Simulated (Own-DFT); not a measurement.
# How strain changes the stress of wurtzite AlN, 72 atoms (Al36N36)

All numbers below are calculated, not measured. The program, named Own-DFT, is a retired in-house plane-wave density functional code that no person has reviewed. Each row is one single-point run on a periodic cell that was not relaxed, without spin or spin-orbit coupling.

Settings of every run: PBE; PseudoDojo norm-conserving scalar-relativistic files; cutoff 42 hartree; 4 x 4 x 3 k mesh centred on Gamma; Gaussian smearing of 0.01 eV.

Known limits: k mesh not checked against a denser one; stress not checked against mesh or cutoff.

Unstrained cell vectors in Å: (9.336, 0.000, 0.000); (-4.668, 8.085, 0.000); (0.000, 0.000, 9.964). The unstrained cell has measured lattice constants (interpolated for alloys), not those of this functional. That, the random moves and any unrelaxed bonds set the pressure at no strain. Each run strains this cell uniformly, with the atoms carried along. Every atom was also moved at random, by a Gaussian of width 0.05 Å on each axis. Strain is the symmetric tensor, in per cent. Stress is positive in tension, and the pressure is minus a third of its trace.

| run | e_xx (%) | e_yy (%) | e_zz (%) | e_yz (%) | e_xz (%) | e_xy (%) | s_xx (GPa) | s_yy (GPa) | s_zz (GPa) | s_yz (GPa) | s_xz (GPa) | s_xy (GPa) | P (GPa) | E (meV/atom) |
|---|---|---|---|---|---|---|---|---|---|---|---|---|---|---|
| 1 | -1.34 | 0.88 | 0.21 | 0.43 | 0.82 | -0.09 | -14.44 | -0.56 | -5.69 | 1.24 | 3.78 | -0.78 | 6.90 | 26.6 |
| 2 | 0.45 | 0.50 | 1.63 | 0.50 | 0.83 | -1.49 | -2.36 | -1.35 | 2.70 | 1.35 | 2.06 | -4.42 | 0.34 | 0.0 |
| 3 | 1.61 | 0.43 | 0.09 | 0.14 | 1.22 | -1.97 | 2.56 | -4.49 | -3.32 | -0.29 | 2.99 | -5.22 | 1.75 | 32.2 |
| 4 | -1.25 | 1.39 | 0.43 | 0.30 | -1.25 | 0.08 | -7.97 | -1.86 | -3.45 | 0.56 | -2.04 | 0.18 | 4.43 | 12.3 |
| 5 | 0.50 | 1.64 | 1.23 | -1.95 | -1.42 | -1.63 | -0.97 | 1.94 | 0.61 | -4.68 | -3.48 | -4.23 | -0.53 | 35.8 |
| 6 | -0.07 | 1.27 | -0.69 | -0.92 | 0.28 | 1.94 | -4.61 | -1.61 | -8.51 | -2.84 | 0.22 | 7.32 | 4.91 | 28.3 |
| 7 | 1.19 | 1.44 | 1.04 | -0.60 | 1.61 | -1.36 | 0.54 | 2.39 | 1.16 | -1.82 | 4.17 | -3.58 | -1.36 | 14.1 |
| 8 | -0.06 | 0.46 | -0.07 | 1.93 | -0.83 | 1.78 | -5.59 | -4.33 | -5.98 | 4.93 | -0.48 | 5.33 | 5.30 | 36.8 |
| 9 | -0.90 | 0.52 | -0.39 | -0.50 | -0.96 | -0.40 | -10.96 | -4.51 | -6.03 | -0.97 | -2.17 | -1.30 | 7.17 | 19.1 |
| 10 | 0.16 | -0.90 | -0.67 | 1.67 | -0.94 | 0.73 | -5.87 | -11.21 | -10.85 | 3.03 | -2.62 | 2.07 | 9.31 | 44.1 |
| 11 | 0.19 | 1.62 | -1.19 | -1.24 | 1.12 | -1.18 | -5.51 | 2.07 | -10.60 | -2.72 | 2.92 | -4.63 | 4.68 | 24.8 |
| 12 | -0.98 | -0.96 | -1.54 | 0.61 | 0.79 | 1.64 | -12.93 | -12.78 | -17.60 | 1.73 | 2.32 | 6.87 | 14.44 | 60.9 |
| 13 | -0.54 | 1.17 | -1.60 | 1.40 | -1.91 | -0.99 | -8.52 | -2.15 | -13.33 | 3.72 | -4.57 | -3.34 | 8.00 | 31.2 |
| 14 | 1.09 | -1.05 | -1.19 | -1.86 | -1.72 | -1.59 | -2.10 | -13.05 | -10.64 | -4.24 | -5.11 | -4.86 | 8.60 | 46.3 |
| 15 | 0.90 | -1.88 | -0.80 | 1.36 | -1.04 | 0.52 | -6.45 | -11.06 | -12.41 | 3.58 | -2.66 | 1.51 | 9.97 | 40.9 |
| 16 | 1.09 | -1.93 | -1.36 | -0.58 | -0.40 | 0.16 | -2.68 | -15.09 | -13.29 | -0.53 | -0.79 | -1.04 | 10.35 | 18.6 |
| 17 | 1.89 | 0.89 | 1.56 | 1.97 | -0.27 | 0.55 | 5.25 | 0.46 | 2.14 | 4.37 | -0.36 | 2.76 | -2.61 | 20.9 |
| 18 | 0.38 | 1.54 | -1.50 | 1.84 | 0.45 | -1.04 | ? | ? | ? | ? | ? | ? | ? | ? |

E is the free energy for each atom above the lowest run shown.

## Worked fit

Each stress component was fitted by least squares to a constant and the strains of the runs shown, as fractions, with shears doubled. Shear strains stay in the fit of a normal stress only where such slopes are resolved. The slopes, in GPa:

```
stress,at no strain,per e_xx,per e_yy,per e_zz,scatter
s_xx,-6.2,494 ± 41,109 ± 37,58 ± 42,1.42
s_yy,-5.8,44 ± 44,427 ± 40,96 ± 45,1.53
s_zz,-6.4,82 ± 34,108 ± 31,468 ± 35,1.19
```

Each shear stress against twice its own strain: yz 118 ± 6, xz 128 ± 7, xy 169 ± 12 GPa. These are stiffnesses along x, y and z of the frame in which the cell vectors are given, which need not be the crystal's axes. The atoms are held to the strained lattice; where symmetry lets them move under strain, relaxing them would lower some slopes. The table should be nearly symmetric about its diagonal, and what it lacks of that shows the noise. A ninth of its sum, 210 ± 5 GPa, estimates the bulk modulus near the mean pressure of these runs, 5.4 GPa, so it lies above the value at zero pressure.

## Withheld run

Question: what normal stresses and pressure should run 18 give?

The fit gives s_xx = -3.5, s_yy = -0.5, s_zz = -11.4 and P = 5.2 GPa. The calculation gave -3.83, 1.03, -10.38 and P = 4.39 GPa.
